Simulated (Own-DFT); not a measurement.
# Computed records: SiC (4H silicon carbide, atoms displaced), SiC (4H silicon carbide, strained, atoms displaced), GaN (wurtzite, strained, atoms displaced)

Computed with Own-DFT development build. A calculation, not a measurement: plane-wave PBE density functional theory by an unreviewed code, no spin, of a simulated periodic cell, stress positive in tension, free energy of the whole cell less one offset for each atom, forces on such cells passed a denser k mesh, this cell's mesh not checked; offsets are fitted by least squares, one for each functional and potential file, so energies compare only between cells with the same atoms and settings and are not formation energies; the far tail of each file's local potential was reset to the Coulomb form; each entry is a single point on an unrelaxed cell, so the pressure reflects the starting lattice, mostly measured values (interpolated for alloys), from which strain is counted, and rises with the displacements; printed positions are rounded, which can move forces by about a meV/angstrom; the program, named Own-DFT, is a retired in-house code; no spin-orbit coupling.

Settings shared by all entries: functional PBE.

(1) 
```cif
# cell vector a (Å): 12.3308 0.0000 0.0000
# cell vector b (Å): -6.1654 10.6788 0.0000
# cell vector c (Å): 0.0000 0.0000 10.0681
data_SiC
_symmetry_space_group_name_H-M 'P 1'
_symmetry_Int_Tables_number 1
_cell_length_a 12.3308
_cell_length_b 12.3308
_cell_length_c 10.0681
_cell_angle_alpha 90.000
_cell_angle_beta 90.000
_cell_angle_gamma 120.000
_cell_volume 1325.75
loop_
_atom_site_label
_atom_site_type_symbol
_atom_site_fract_x
_atom_site_fract_y
_atom_site_fract_z
_atom_site_occupancy
Si1 Si 0.00061 0.00114 0.40243 1
Si2 Si 0.08532 0.16425 0.16149 1
C1 C 0.00561 0.00239 0.09649 1
C2 C 0.08293 0.16585 0.34030 1
Si3 Si 0.99699 0.24208 0.40458 1
Si4 Si 0.08178 0.41617 0.15311 1
C3 C 0.99883 0.24877 0.09406 1
C4 C 0.08643 0.42010 0.34715 1
Si5 Si 0.00358 0.50004 0.39815 1
Si6 Si 0.08109 0.66336 0.15464 1
C5 C 0.00236 0.50098 0.09773 1
C6 C 0.07910 0.66154 0.34407 1
Si7 Si 0.00195 0.74895 0.40524 1
Si8 Si 0.08283 0.91679 0.15719 1
C7 C 0.99579 0.74212 0.09428 1
C8 C 0.08323 0.91669 0.34009 1
Si9 Si 0.25310 0.00079 0.40881 1
Si10 Si 0.33510 0.16570 0.15730 1
C9 C 0.25053 0.00103 0.09352 1
C10 C 0.33448 0.16957 0.34687 1
Si11 Si 0.24995 0.24474 0.40698 1
Si12 Si 0.32851 0.41358 0.15783 1
C11 C 0.24881 0.24695 0.09913 1
C12 C 0.33623 0.42080 0.34167 1
Si13 Si 0.25480 0.50339 0.40713 1
Si14 Si 0.32979 0.66437 0.15978 1
C13 C 0.25390 0.50308 0.09085 1
C14 C 0.32938 0.66470 0.34620 1
Si15 Si 0.24767 0.74386 0.40831 1
Si16 Si 0.33315 0.91444 0.15550 1
C15 C 0.24773 0.75182 0.09374 1
C16 C 0.33517 0.91651 0.34226 1
Si17 Si 0.50326 0.99963 0.40600 1
Si18 Si 0.58490 0.16739 0.15793 1
C17 C 0.50279 0.00332 0.08933 1
C18 C 0.58266 0.16621 0.34352 1
Si19 Si 0.49966 0.24998 0.40188 1
Si20 Si 0.58253 0.41976 0.15785 1
C19 C 0.49850 0.24329 0.09839 1
C20 C 0.58477 0.41815 0.34197 1
Si21 Si 0.50405 0.50435 0.40628 1
Si22 Si 0.58559 0.66962 0.15560 1
C21 C 0.50029 0.50353 0.09023 1
C22 C 0.58046 0.66780 0.34149 1
Si23 Si 0.50087 0.75399 0.40522 1
Si24 Si 0.58655 0.91690 0.15752 1
C23 C 0.50159 0.75208 0.09505 1
C24 C 0.58339 0.91742 0.34476 1
Si25 Si 0.75261 0.00262 0.40619 1
Si26 Si 0.83082 0.16640 0.15599 1
C25 C 0.74953 0.00052 0.08942 1
C26 C 0.83214 0.16652 0.34010 1
Si27 Si 0.75324 0.25090 0.40268 1
Si28 Si 0.83743 0.41707 0.15398 1
C27 C 0.74879 0.25206 0.09535 1
C28 C 0.83486 0.41846 0.34388 1
Si29 Si 0.74959 0.49850 0.40436 1
Si30 Si 0.83359 0.66831 0.16020 1
C29 C 0.74963 0.49528 0.09601 1
C30 C 0.83320 0.66728 0.34222 1
Si31 Si 0.74837 0.74809 0.40647 1
Si32 Si 0.83329 0.91887 0.15470 1
C31 C 0.75297 0.74984 0.09825 1
C32 C 0.83221 0.91757 0.34477 1
Si33 Si 0.00261 0.99875 0.90409 1
Si34 Si 0.91117 0.83323 0.65752 1
C33 C 0.99861 0.00110 0.59153 1
C34 C 0.91856 0.82963 0.84430 1
Si35 Si 0.99552 0.74336 0.90846 1
Si36 Si 0.91327 0.57996 0.65724 1
C35 C 0.00190 0.75252 0.59422 1
C36 C 0.91440 0.57911 0.84509 1
Si37 Si 0.99706 0.49479 0.90532 1
Si38 Si 0.91780 0.33354 0.65216 1
C37 C 0.99356 0.49468 0.59666 1
C38 C 0.91951 0.33807 0.83771 1
Si39 Si 0.99976 0.24507 0.90466 1
Si40 Si 0.92165 0.08610 0.65795 1
C39 C 0.00019 0.25196 0.59033 1
C40 C 0.91459 0.08097 0.84382 1
Si41 Si 0.75086 0.00064 0.90520 1
Si42 Si 0.66509 0.83182 0.65393 1
C41 C 0.75181 0.99910 0.58862 1
C42 C 0.66751 0.83398 0.84185 1
Si43 Si 0.74748 0.74666 0.90736 1
Si44 Si 0.66598 0.58306 0.65587 1
C43 C 0.75167 0.75358 0.59640 1
C44 C 0.66122 0.58277 0.84862 1
Si45 Si 0.74899 0.49625 0.90850 1
Si46 Si 0.66647 0.33700 0.65642 1
C45 C 0.74656 0.49693 0.59375 1
C46 C 0.66425 0.33430 0.84581 1
Si47 Si 0.74965 0.25121 0.90378 1
Si48 Si 0.67064 0.08284 0.65328 1
C47 C 0.75460 0.25228 0.59074 1
C48 C 0.66658 0.08524 0.84389 1
Si49 Si 0.50236 0.00165 0.90382 1
Si50 Si 0.41478 0.83177 0.65569 1
C49 C 0.50351 0.00316 0.58929 1
C50 C 0.41863 0.83395 0.84603 1
Si51 Si 0.50596 0.74969 0.90685 1
Si52 Si 0.41609 0.58185 0.65997 1
C51 C 0.49878 0.74753 0.58976 1
C52 C 0.41636 0.58032 0.84895 1
Si53 Si 0.49851 0.49543 0.90942 1
Si54 Si 0.41455 0.33078 0.65717 1
C53 C 0.49520 0.49869 0.58884 1
C54 C 0.41829 0.33543 0.84724 1
Si55 Si 0.50369 0.25279 0.90920 1
Si56 Si 0.41702 0.08845 0.65506 1
C55 C 0.49901 0.24890 0.59116 1
C56 C 0.41971 0.08606 0.84277 1
Si57 Si 0.24533 0.99961 0.91408 1
Si58 Si 0.16297 0.83020 0.65407 1
C57 C 0.25236 0.99758 0.59058 1
C58 C 0.16431 0.83434 0.84591 1
Si59 Si 0.25406 0.75419 0.90494 1
Si60 Si 0.16496 0.57882 0.65325 1
C59 C 0.24917 0.74730 0.59532 1
C60 C 0.16739 0.58398 0.84403 1
Si61 Si 0.25041 0.49998 0.91246 1
Si62 Si 0.16488 0.33202 0.65578 1
C61 C 0.25170 0.49710 0.59685 1
C62 C 0.17093 0.33511 0.84542 1
Si63 Si 0.25331 0.25174 0.90706 1
Si64 Si 0.16293 0.08209 0.65583 1
C63 C 0.24960 0.25011 0.58981 1
C64 C 0.16122 0.08399 0.84660 1
_calc_potential_files 'PseudoDojo norm-conserving, scalar-relativistic, standard set'
_calc_wave_cutoff 42  # hartree
_calc_occupations 'Fermi-Dirac'
_calc_smearing_width 0.1  # eV
_calc_hardware 'one NVIDIA H200'
_calc_k_mesh '3 x 3 x 3 centred on Gamma'
_calc_free_energy_of_cell_above_offsets '-19.620'  # eV
_calc_pressure 3.63  # GPa
_calc_stress_xx -3.01  # GPa
_calc_stress_yy -3.17  # GPa
_calc_stress_zz -4.71  # GPa
_calc_stress_yz -0.27  # GPa
_calc_stress_xz 0.3  # GPa
_calc_stress_xy 0.05  # GPa
_calc_wall_time 509.2  # s
```

Force:
```csv
element,x (eV/Å),y (eV/Å),z (eV/Å)
Si,-0.072,-0.788,0.354
Si,-0.843,0.584,-1.792
C,-1.267,-0.765,-0.896
C,0.476,-0.106,1.555
Si,-0.264,2.179,-0.228
Si,1.089,-0.032,0.94
C,0.308,-0.218,-0.091
C,0.77,-1.52,-0.969
Si,-1.272,-0.791,2.192
Si,0.227,0.933,0.469
C,-0.215,-0.757,-1.505
C,0.656,1.355,-0.358
Si,-0.72,0.241,0.195
Si,0.698,-0.825,-0.615
C,-0.145,1.454,0.17
C,0.464,0.022,1.25
Si,-0.191,-0.371,-1.19
Si,-0.421,-0.082,0.331
C,-0.091,-0.489,1.168
C,0.537,-1.183,-0.727
Si,-0.968,1.99,-0.565
Si,1.018,0.847,-0.302
C,0.345,0.566,-0.959
C,0.143,-1.065,0.767
Si,-0.256,-1.327,0.429
Si,0.361,1.038,-0.803
C,-0.921,-0.996,1.561
C,1.055,0.698,-0.306
Si,-0.872,1.419,-0.3
Si,0.197,0.966,-0.035
C,0.721,-0.852,-0.047
C,-0.104,-0.481,0.56
Si,-1.11,0.31,-0.251
Si,-0.054,-0.55,-0.163
C,0.202,-0.789,0.945
C,0.559,0.178,0.179
Si,0.372,0.392,0.674
Si,0.466,-0.866,-0.711
C,-0.592,1.971,-0.704
C,-0.301,0.001,0.665
Si,-0.715,-0.858,-0.735
Si,-0.318,-0.426,-0.073
C,0.068,-0.873,1.408
C,0.761,0.329,0.598
Si,-0.134,-0.973,-0.15
Si,-1.166,0.265,-0.614
C,-0.127,-0.351,0.071
C,0.797,0.274,-0.325
Si,-0.396,-0.654,-0.45
Si,0.368,0.174,-0.831
C,0.429,0.068,0.718
C,0.472,-0.229,0.499
Si,-1.006,0.314,0.534
Si,-1.001,-0.073,0.931
C,0.884,-0.264,-0.797
C,0.319,-0.421,-0.449
Si,0.158,0.343,0.03
Si,0.431,-1.286,-0.914
C,-0.521,1.058,-0.197
C,0.096,-0.183,1.32
Si,-0.148,0.655,-0.176
Si,0.714,-0.072,0.302
C,-0.819,0.531,-0.991
C,0.323,-0.134,-0.369
Si,-1.399,-0.599,1.089
Si,1.964,0.399,-0.112
C,0.394,-0.323,0.077
C,-1.239,0.31,0.276
Si,0.73,0.529,-0.337
Si,0.343,0.553,-0.214
C,-1.225,-1.063,-0.386
C,-0.251,-0.021,-0.032
Si,0.728,1.772,0.183
Si,-0.363,-0.219,0.252
C,0.994,1.584,-1.571
C,0.213,-2.274,1.042
Si,-0.299,1.358,0.259
Si,-1.182,-0.399,-0.753
C,0.507,-0.799,0.457
C,0.697,-0.073,-0.004
Si,-0.698,-0.11,-0.424
Si,-0.294,0.502,0.021
C,0.234,0.278,1.271
C,0.486,0.118,0.226
Si,0.478,0.773,0.161
Si,-0.669,-0.132,0.388
C,-0.488,-1.46,-0.856
C,1.523,-0.48,-0.918
Si,-0.651,1.056,0.195
Si,0.537,-1.686,-0.143
C,-0.021,1.244,-0.342
C,0.845,-0.088,-0.584
Si,0.38,0.112,0.211
Si,-0.797,0.474,0.064
C,-0.945,-0.5,0.272
C,0.907,-0.116,-0.532
Si,-0.498,-0.113,0.049
Si,0.503,0.744,0.07
C,-0.344,-0.579,1.121
C,0.54,-0.016,-0.534
Si,-1.586,-0.268,0.123
Si,-0.051,0.103,-0.123
C,-0.164,0.265,0.903
C,0.118,0.538,-0.515
Si,-0.66,1.264,-0.453
Si,0.149,0.599,-0.475
C,1.141,0.139,1.343
C,0.302,-1.164,-0.547
Si,-0.77,-1.202,0.164
Si,1.031,-1.403,0.208
C,-0.065,1.061,0.005
C,-1.003,-0.22,0.384
Si,0.966,0.297,-2.245
Si,0.886,0.755,0.979
C,-1.15,0.346,1.094
C,0.304,-0.271,-0.136
Si,-0.763,-0.877,0.055
Si,-0.365,0.073,0.961
C,-0.39,-0.176,-0.315
C,-0.042,-0.122,0.276
Si,-0.29,0.505,-2.051
Si,0.549,0.272,0.08
C,-0.631,0.426,-0.685
C,-0.676,-0.651,-0.037
Si,-0.703,-0.448,0.546
Si,1.063,-0.067,-0.104
C,-0.185,-0.615,1.178
C,1.889,0.579,-0.782
```

(2) 
```cif
# cell vector a (Å): 9.3471 0.1268 -0.0395
# cell vector b (Å): -4.5638 7.9662 0.1163
# cell vector c (Å): -0.0430 0.1214 10.0681
data_SiC
_symmetry_space_group_name_H-M 'P 1'
_symmetry_Int_Tables_number 1
_cell_length_a 9.3480
_cell_length_b 9.1816
_cell_length_c 10.0689
_cell_angle_alpha 88.553
_cell_angle_beta 90.477
_cell_angle_gamma 119.032
_cell_volume 755.38
loop_
_atom_site_label
_atom_site_type_symbol
_atom_site_fract_x
_atom_site_fract_y
_atom_site_fract_z
_atom_site_occupancy
Si1 Si 0.99540 0.98978 0.41238 1
Si2 Si 0.10856 0.21948 0.14809 1
C1 C 0.99690 0.00337 0.09540 1
C2 C 0.11937 0.22584 0.34271 1
Si3 Si 0.00498 0.33663 0.41549 1
Si4 Si 0.11547 0.56169 0.15921 1
C3 C 0.00494 0.33432 0.09091 1
C4 C 0.11771 0.56006 0.34102 1
Si5 Si 0.99730 0.66960 0.40556 1
Si6 Si 0.09832 0.88000 0.15242 1
C5 C 0.00137 0.66433 0.09577 1
C6 C 0.10356 0.88450 0.33914 1
Si7 Si 0.33457 0.99982 0.40557 1
Si8 Si 0.44565 0.20984 0.16366 1
C7 C 0.33074 0.01688 0.09871 1
C8 C 0.44438 0.22039 0.34447 1
Si9 Si 0.33821 0.32849 0.41272 1
Si10 Si 0.44689 0.55129 0.15173 1
C9 C 0.33075 0.32962 0.09570 1
C10 C 0.45639 0.55893 0.34719 1
Si11 Si 0.34042 0.67644 0.40572 1
Si12 Si 0.44387 0.88924 0.16248 1
C11 C 0.33674 0.66940 0.08324 1
C12 C 0.44686 0.89714 0.33823 1
Si13 Si 0.66094 0.99609 0.40864 1
Si14 Si 0.77403 0.22331 0.15618 1
C13 C 0.67578 0.00384 0.10061 1
C14 C 0.77987 0.24049 0.34585 1
Si15 Si 0.67175 0.33314 0.41163 1
Si16 Si 0.77627 0.55372 0.15936 1
C15 C 0.66736 0.34041 0.09129 1
C16 C 0.77991 0.55869 0.34189 1
Si17 Si 0.67214 0.67121 0.39927 1
Si18 Si 0.77772 0.88397 0.15134 1
C17 C 0.67566 0.67838 0.08858 1
C18 C 0.78407 0.90082 0.35219 1
Si19 Si 0.99462 0.00513 0.91413 1
Si20 Si 0.89469 0.77947 0.66606 1
C19 C 0.00980 0.00330 0.58362 1
C20 C 0.89108 0.78247 0.84522 1
Si21 Si 0.99797 0.66278 0.91301 1
Si22 Si 0.89502 0.44404 0.65819 1
C21 C 0.00245 0.66890 0.59693 1
C22 C 0.89765 0.44438 0.84426 1
Si23 Si 0.00482 0.32933 0.90915 1
Si24 Si 0.88364 0.10158 0.66157 1
C23 C 0.98741 0.32427 0.59704 1
C24 C 0.88774 0.11712 0.84443 1
Si25 Si 0.66187 0.99972 0.91095 1
Si26 Si 0.55845 0.78190 0.65411 1
C25 C 0.66713 0.99956 0.59214 1
C26 C 0.56231 0.78296 0.84657 1
Si27 Si 0.66711 0.67471 0.90197 1
Si28 Si 0.54892 0.43052 0.65058 1
C27 C 0.66181 0.66576 0.58986 1
C28 C 0.55360 0.45899 0.83625 1
Si29 Si 0.67146 0.34079 0.90826 1
Si30 Si 0.54968 0.10392 0.65380 1
C29 C 0.67687 0.33711 0.58946 1
C30 C 0.55628 0.10538 0.83264 1
Si31 Si 0.32888 0.99572 0.91003 1
Si32 Si 0.21117 0.76678 0.66446 1
C31 C 0.32711 0.00090 0.59541 1
C32 C 0.21749 0.77046 0.83788 1
Si33 Si 0.32548 0.66247 0.91255 1
Si34 Si 0.22029 0.44963 0.66176 1
C33 C 0.32958 0.66597 0.59356 1
C34 C 0.21200 0.43473 0.84716 1
Si35 Si 0.34422 0.33901 0.90956 1
Si36 Si 0.22580 0.12296 0.65667 1
C35 C 0.32342 0.33728 0.60060 1
C36 C 0.22648 0.11889 0.83293 1
_calc_potential_files 'PseudoDojo norm-conserving, scalar-relativistic, standard set'
_calc_wave_cutoff 42  # hartree
_calc_occupations 'Fermi-Dirac'
_calc_smearing_width 0.1  # eV
_calc_hardware 'one NVIDIA H100'
_calc_k_mesh '4 x 4 x 3 centred on Gamma'
_calc_free_energy_of_cell_above_offsets '-5.623'  # eV
_calc_pressure 2.41  # GPa
_calc_stress_xx 2.49  # GPa
_calc_stress_yy -1.24  # GPa
_calc_stress_zz -8.47  # GPa
_calc_stress_yz 2.47  # GPa
_calc_stress_xz -1.3  # GPa
_calc_stress_xy 5.9  # GPa
_calc_wall_time 346.2  # s
```

Force:
```csv
element,x (eV/Å),y (eV/Å),z (eV/Å)
Si,0.226,2.408,-3.153
Si,0.686,1.112,2.784
C,0.406,-1.181,-0.313
C,-0.617,-0.667,0.457
Si,0.159,-0.509,-2.299
Si,1.103,-1.541,-0.872
C,-1.482,0.384,0.94
C,-0.208,0.325,1.641
Si,1.078,-0.72,0.268
Si,0.834,1.902,0.995
C,-0.859,-0.042,-0.207
C,0.982,0.587,0.433
Si,-1.571,-0.329,0.624
Si,-1.362,4.737,-0.475
C,1.103,-5.44,-1.725
C,1.165,0.279,1.34
Si,-1.866,1.024,-1.096
Si,-0.205,0.601,0.938
C,1.134,0.178,-0.316
C,-1.461,-0.205,-1.057
Si,0.107,-1.779,-0.049
Si,0.259,0.383,-3.075
C,-0.387,0.367,4.564
C,0.465,-0.793,2.292
Si,0.726,2.13,-0.787
Si,1.499,1.061,0.616
C,-2.254,-0.351,-0.913
C,2.695,-2.717,-0.767
Si,-1.98,1.07,-1.241
Si,0.075,0.761,-0.765
C,-0.039,-1.313,0.668
C,0.097,-0.26,0.63
Si,-0.199,0.389,1.733
Si,-0.108,2.046,2.363
C,-0.195,-2.753,0.255
C,-0.281,-1.624,-2.158
Si,1.431,-0.099,-2.404
Si,-1.029,-0.051,-2.712
C,-1.074,-0.453,4.716
C,0.094,-0.01,1.652
Si,0.124,0.146,-1.767
Si,-1.34,0.263,0.041
C,-0.471,-0.871,-0.521
C,-1.578,0.112,0.753
Si,-1.492,0.416,-0.324
Si,0.489,0.624,-1.515
C,1.905,0.885,0.367
C,-0.111,-1.576,0.763
Si,0.863,0.37,-0.565
Si,-0.257,-1.41,0.556
C,-0.421,-0.039,0.303
C,-2.296,0.005,-0.631
Si,1.387,-0.566,-0.005
Si,-0.444,2.672,0.286
C,1.296,-0.221,0.43
C,1.895,-1.428,1.17
Si,-0.309,-0.58,-2.043
Si,0.108,0.734,-1.103
C,-1.21,-1.024,1.957
C,-1.419,1.083,3.404
Si,0.035,1.015,-1.751
Si,0.778,1.902,-3.206
C,0.92,-0.368,-0.489
C,-0.508,0.741,4.066
Si,1.151,-0.132,-3.911
Si,-0.595,-0.928,-0.417
C,0.182,0.984,0.309
C,1.724,1.911,0.163
Si,-1.192,-0.912,-0.945
Si,-0.214,-2.144,-1.34
C,2.066,0.249,-1.578
C,-0.215,-0.821,4.022
```

(3) 
```cif
# cell vector a (Å): 12.7560 0.0000 0.0000
# cell vector b (Å): -4.7835 8.2853 0.0829
# cell vector c (Å): 0.0000 0.1037 10.3700
data_GaN
_symmetry_space_group_name_H-M 'P 1'
_symmetry_Int_Tables_number 1
_cell_length_a 12.7560
_cell_length_b 9.5674
_cell_length_c 10.3705
_cell_angle_alpha 89.007
_cell_angle_beta 90.000
_cell_angle_gamma 119.999
_cell_volume 1095.87
loop_
_atom_site_label
_atom_site_type_symbol
_atom_site_fract_x
_atom_site_fract_y
_atom_site_fract_z
_atom_site_occupancy
Ga1 Ga 0.08149 0.22733 0.00477 1
Ga2 Ga 0.16411 0.10925 0.24987 1
N1 N 0.08227 0.23001 0.19387 1
N2 N 0.16228 0.11561 0.44102 1
Ga3 Ga 0.08894 0.23231 0.50062 1
Ga4 Ga 0.16959 0.11219 0.74410 1
N3 N 0.08744 0.21472 0.68527 1
N4 N 0.16840 0.10981 0.93627 1
Ga5 Ga 0.07909 0.55552 0.00036 1
Ga6 Ga 0.16570 0.43806 0.24525 1
N5 N 0.08169 0.55663 0.19109 1
N6 N 0.16409 0.44572 0.43841 1
Ga7 Ga 0.08442 0.56191 0.50267 1
Ga8 Ga 0.16601 0.44775 0.75267 1
N7 N 0.09026 0.55707 0.69303 1
N8 N 0.17677 0.44775 0.93760 1
Ga9 Ga 0.07715 0.88968 0.98909 1
Ga10 Ga 0.16651 0.77638 0.25286 1
N9 N 0.09177 0.90125 0.18451 1
N10 N 0.17308 0.79065 0.43194 1
Ga11 Ga 0.08477 0.88788 0.50022 1
Ga12 Ga 0.16957 0.76843 0.74967 1
N11 N 0.07407 0.88009 0.68688 1
N12 N 0.16661 0.78267 0.94343 1
Ga13 Ga 0.33472 0.22066 0.00511 1
Ga14 Ga 0.41958 0.11616 0.24869 1
N13 N 0.33644 0.22830 0.18867 1
N14 N 0.41169 0.11852 0.44735 1
Ga15 Ga 0.33261 0.22007 0.50019 1
Ga16 Ga 0.41712 0.11046 0.74839 1
N15 N 0.33086 0.22200 0.68181 1
N16 N 0.41930 0.11527 0.93629 1
Ga17 Ga 0.34013 0.55031 0.00658 1
Ga18 Ga 0.42070 0.45061 0.25103 1
N17 N 0.33807 0.56305 0.19505 1
N18 N 0.42272 0.45259 0.43927 1
Ga19 Ga 0.33009 0.55161 0.50194 1
Ga20 Ga 0.40997 0.44217 0.75009 1
N19 N 0.33233 0.55853 0.68649 1
N20 N 0.41949 0.45199 0.94395 1
Ga21 Ga 0.32897 0.88481 0.98929 1
Ga22 Ga 0.41772 0.77210 0.25856 1
N21 N 0.33564 0.89412 0.18450 1
N22 N 0.41918 0.77886 0.44004 1
Ga23 Ga 0.32667 0.88990 0.49546 1
Ga24 Ga 0.41135 0.77348 0.76154 1
N23 N 0.33191 0.89254 0.69334 1
N24 N 0.41912 0.77405 0.93300 1
Ga25 Ga 0.59363 0.22686 0.00093 1
Ga26 Ga 0.66770 0.11237 0.24972 1
N25 N 0.58680 0.21805 0.18769 1
N26 N 0.66061 0.11058 0.43327 1
Ga27 Ga 0.58264 0.21954 0.49199 1
Ga28 Ga 0.66629 0.11037 0.74605 1
N27 N 0.58465 0.21610 0.69442 1
N28 N 0.67217 0.11184 0.93033 1
Ga29 Ga 0.58636 0.55440 0.99335 1
Ga30 Ga 0.66913 0.44475 0.24730 1
N29 N 0.58055 0.56122 0.19570 1
N30 N 0.66763 0.43907 0.43019 1
Ga31 Ga 0.57971 0.55189 0.50811 1
Ga32 Ga 0.67224 0.44920 0.74893 1
N31 N 0.58429 0.55220 0.68068 1
N32 N 0.66964 0.44536 0.94786 1
Ga33 Ga 0.58305 0.88257 0.00306 1
Ga34 Ga 0.66530 0.77979 0.25167 1
N33 N 0.58220 0.88455 0.18951 1
N34 N 0.66374 0.77685 0.44332 1
Ga35 Ga 0.58867 0.89278 0.49425 1
Ga36 Ga 0.66817 0.77774 0.74814 1
N35 N 0.58448 0.88836 0.68461 1
N36 N 0.66687 0.77913 0.94513 1
Ga37 Ga 0.83147 0.21641 0.00052 1
Ga38 Ga 0.92031 0.10695 0.25215 1
N37 N 0.83407 0.21930 0.20162 1
N38 N 0.91286 0.10971 0.43890 1
Ga39 Ga 0.83005 0.22145 0.49817 1
Ga40 Ga 0.91509 0.11122 0.75923 1
N39 N 0.83306 0.23091 0.69365 1
N40 N 0.91084 0.10938 0.93784 1
Ga41 Ga 0.84110 0.56239 0.00314 1
Ga42 Ga 0.91319 0.44546 0.25393 1
N41 N 0.83386 0.55630 0.18594 1
N42 N 0.92615 0.45209 0.43936 1
Ga43 Ga 0.83000 0.55474 0.50077 1
Ga44 Ga 0.91563 0.44817 0.75268 1
N43 N 0.83826 0.55529 0.68464 1
N44 N 0.90985 0.44081 0.93317 1
Ga45 Ga 0.82788 0.88143 0.99701 1
Ga46 Ga 0.92478 0.78492 0.25653 1
N45 N 0.82688 0.89021 0.19591 1
N46 N 0.91668 0.77694 0.42960 1
Ga47 Ga 0.83883 0.89233 0.49325 1
Ga48 Ga 0.91938 0.79171 0.74576 1
N47 N 0.83611 0.87967 0.69138 1
N48 N 0.91039 0.77081 0.93992 1
_calc_potential_files 'PseudoDojo norm-conserving, scalar-relativistic, standard set with the stringent files for Ga'
_calc_wave_cutoff 96  # hartree
_calc_occupations 'Gaussian'
_calc_smearing_width 0.01  # eV
_calc_k_mesh '3 x 4 x 3 centred on Gamma'
_calc_stress_xx ?
```

Q: Give the missing stress xx for GaN (wurtzite, strained, atoms displaced) (entry 3).
A: -7.44 GPa

Q: Give the table of force values for GaN (wurtzite, strained, atoms displaced) (entry 3).
A: 
Force:
```csv
element,x (eV/Å),y (eV/Å),z (eV/Å)
Ga,0.76,-0.655,-0.888
Ga,0.654,1.144,0.41
N,0.955,-1.756,-1.3
N,1.07,-0.602,-0.701
Ga,-1.213,-1.188,0.212
Ga,0.137,-1.032,0.87
N,-2.184,1.302,0.851
N,-0.788,0.893,0.007
Ga,0.636,-0.062,0.204
Ga,-0.364,2.536,1.223
N,0.15,-0.268,-0.468
N,0.237,0.943,-0.371
Ga,0.815,-0.056,-0.176
Ga,1.559,-1.585,-0.189
N,-1.673,-0.477,-0.925
N,-1.524,-0.087,0.834
Ga,0.799,0.212,1.286
Ga,0.501,0.68,-2.108
N,-0.806,-1.55,-0.198
N,-1.296,-1.599,1.233
Ga,-0.915,0.484,-0.049
Ga,-1.626,1.554,0.793
N,2.734,0.994,-0.131
N,-0.697,-1.287,-1.298
Ga,0.035,-0.08,-0.853
Ga,-0.154,-0.746,0.102
N,-0.46,-0.028,0.638
N,2.188,-1.266,-1.812
Ga,-1.715,1.61,-0.47
Ga,-0.116,0.768,0.24
N,0.782,0.383,1.28
N,0.323,-0.041,0.316
Ga,-1.75,1.432,0.377
Ga,-0.342,-0.702,0.632
N,-0.618,-1.516,-0.896
N,-1.12,-1.203,0.102
Ga,0.39,0.653,-0.546
Ga,0.782,0.085,0.043
N,0.009,-0.187,0.61
N,1.318,-1.597,-1.454
Ga,1.286,1.066,1.736
Ga,-0.957,1.647,-1.006
N,0.25,-0.569,0.391
N,-0.946,0.198,0.748
Ga,2.645,0.656,1.144
Ga,0.935,0.621,-3.667
N,0.509,-0.646,-0.961
N,-0.445,0.113,2.94
Ga,-0.808,-1.382,-0.554
Ga,0.357,-1.074,-0.366
N,-0.885,0.921,0.007
N,1.182,0.251,0.593
Ga,-0.804,0.26,1.607
Ga,0.486,-0.803,0.18
N,-1.111,1.462,-1.479
N,-0.671,-0.69,1.614
Ga,-0.363,0.072,1.724
Ga,-0.92,0.244,-0.542
N,1.833,-0.407,-1.583
N,-0.427,0.709,1.343
Ga,0.816,0.422,-2.967
Ga,-0.077,-1.031,0.415
N,-0.281,0.032,3.527
N,0.384,0.681,-1.497
Ga,-0.829,1.12,-0.19
Ga,0.026,-0.643,0.833
N,-0.495,0.856,-0.048
N,1.405,-0.051,-0.469
Ga,-1.003,-0.629,1.17
Ga,-0.493,-0.095,-0.107
N,-0.187,-0.164,0.504
N,0.043,-0.729,-1.657
Ga,-0.658,0.658,0.972
Ga,-1.46,0.174,0.367
N,0.139,0.58,-1.757
N,0.656,0.87,0.396
Ga,0.299,0.403,0.447
Ga,0.33,0.183,-2.507
N,1.24,-0.916,-1.187
N,1.516,-0.106,1.332
Ga,-0.773,-1.519,-0.049
Ga,0.816,-0.268,-0.253
N,0.291,0.8,0.743
N,-1.623,-0.58,0.335
Ga,0.624,-0.239,-0.657
Ga,0.751,-0.182,-0.847
N,-1.151,0.997,0.377
N,1.249,0.316,1.491
Ga,0.517,0.754,1.54
Ga,-0.702,-0.374,-3.094
N,2.087,-0.082,-1.371
N,0.411,0.019,2.777
Ga,-0.948,-0.788,0.862
Ga,1.674,-3.244,1.557
N,-3.381,2.403,-1.33
N,0.173,1.619,-0.957
```

Further results for GaN (wurtzite, strained, atoms displaced) (entry 3):

- free energy of cell above offsets: -4.983 eV
- pressure: 7.03 GPa
- stress yy: -6.14 GPa
- stress zz: -7.51 GPa
- stress yz: 1.74 GPa
- stress xz: -0.11 GPa
- stress xy: 0.5 GPa
